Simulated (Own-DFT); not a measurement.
# Strain and stress in C40 NbSi2, 36 atoms (Nb12Si24)

Calculated results; nothing here was measured. They come from Own-DFT, an in-house plane-wave density functional program, since retired, whose code no person has reviewed. Each row is one single-point run on a periodic cell that was not relaxed, without spin or spin-orbit coupling.

Settings of every run: PBEsol; PseudoDojo norm-conserving scalar-relativistic files, made for PBE; cutoff 42 hartree; 4 x 4 x 5 k mesh centred on Gamma; cold (Marzari-Vanderbilt) smearing of 0.2 eV.

Known limits: forces on such cells failed a check on a denser k mesh; stress not checked against mesh or cutoff.

Unstrained cell vectors in Å: (0.000, 8.324, 0.000); (-9.613, 0.000, 0.000); (0.000, 0.000, 6.586). The unstrained cell was taken from the Materials Project. The random moves and any unrelaxed bonds add to the pressure at no strain. Each run strains this cell uniformly, with the atoms carried along. Every atom was also moved at random, by a Gaussian of width 0.05 Å on each axis. Strain is the symmetric tensor, in per cent. Stress is positive in tension, and the pressure is minus a third of its trace.

```
run  e_xx (%)  e_yy (%)  e_zz (%)  e_yz (%)  e_xz (%)  e_xy (%)  s_xx (GPa)  s_yy (GPa)  s_zz (GPa)  s_yz (GPa)  s_xz (GPa)  s_xy (GPa)  P (GPa)  E (meV/atom)
  1     -1.23     -1.50     -1.09     -1.58     -1.70      0.69       -5.75       -6.47       -9.79       -6.36       -5.89        2.14     7.33          45.6
  2      0.28     -1.97      0.77     -1.80     -0.92      0.47        1.35       -5.25        2.37       -5.04       -3.41        1.30     0.51          13.3
  3      1.40     -0.83      1.95     -1.44     -1.77     -0.97        7.11        0.68        7.94       -4.03       -4.28       -2.97    -5.24          26.5
  4      0.36     -0.31      1.27      1.60      0.15      0.52        3.31        1.03        4.71        4.67        0.86        1.56    -3.01          24.2
  5      0.98      0.15      0.57     -1.91      1.62      0.70        4.63        3.24        2.36       -5.64        4.64        2.40    -3.41          27.6
  6      1.56     -0.81      0.39      1.77     -0.30     -0.43        6.53        0.44        2.00        4.87       -0.68       -1.56    -2.99           7.8
  7     -1.03      0.77      0.23      0.77      1.20      0.81       -1.73        3.85        0.65        2.69        3.52        2.52    -0.93          10.9
  8      0.03     -1.84      1.07      0.69     -1.80     -0.14        1.39       -5.28        2.47        2.26       -5.38       -0.40     0.47          19.3
  9      0.15      1.83     -0.26      0.71      0.56      1.50        3.33        7.03        0.30        2.38        1.46        4.10    -3.55          12.6
 10     -0.34     -1.46     -0.68      1.01     -0.03      0.20       -1.15       -4.94       -4.18        3.15       -0.44        0.10     3.43           0.0
 11      0.78     -1.25      0.76      0.97     -0.78      1.50        3.82       -2.35        2.45        3.08       -2.58        4.23    -1.30          19.4
 12     -0.13      1.02     -1.97      0.03     -0.68      0.48       -0.21        3.57       -9.21       -0.20       -3.43        1.41     1.95          20.4
 13     -0.04      0.28      1.07     -0.93      0.92      1.86        2.36        3.01        4.93       -2.12        2.21        4.95    -3.43          11.7
 14     -0.07      1.41     -1.94      0.85     -0.06      1.17        0.31        5.28       -8.62        3.75       -0.06        3.30     1.01          16.2
 15      0.41      1.81      1.41      0.69      1.86      0.44        5.08        9.05        6.40        2.75        5.57        1.40    -6.84          25.5
 16      0.90     -1.64      1.97     -0.81      1.37      1.80           ?           ?           ?           ?           ?           ?        ?             ?
```

E is the free energy for each atom above the lowest run shown.

## Worked fit

Each stress component was fitted by least squares to a constant and the strains of the runs shown, as fractions, with shears doubled. Shear strains stay in the fit of a normal stress only where such slopes are resolved. The slopes, in GPa:

```
stress,at no strain,per e_xx,per e_yy,per e_zz,scatter
s_xx,1.2,351 ± 15,73 ± 8,87 ± 10,0.37
s_yy,1.2,100 ± 16,368 ± 8,61 ± 11,0.41
s_zz,-0.8,92 ± 36,76 ± 19,450 ± 24,0.90
```

Each shear stress against twice its own strain: yz 152 ± 7, xz 145 ± 8, xy 140 ± 6 GPa. These are stiffnesses along x, y and z of the frame in which the cell vectors are given, which need not be the crystal's axes. The atoms are held to the strained lattice; where symmetry lets them move under strain, relaxing them would lower some slopes. The table should be nearly symmetric about its diagonal, and what it lacks of that shows the noise. A ninth of its sum, 184 ± 6 GPa, estimates the bulk modulus near the mean pressure of these runs, -1.1 GPa.

## Withheld run

Question: what normal stresses and pressure should run 16 give?

The fit gives s_xx = 4.9, s_yy = -2.7, s_zz = 7.7 and P = -3.3 GPa. The calculation gave 4.61, -2.44, 7.67 and P = -3.28 GPa.
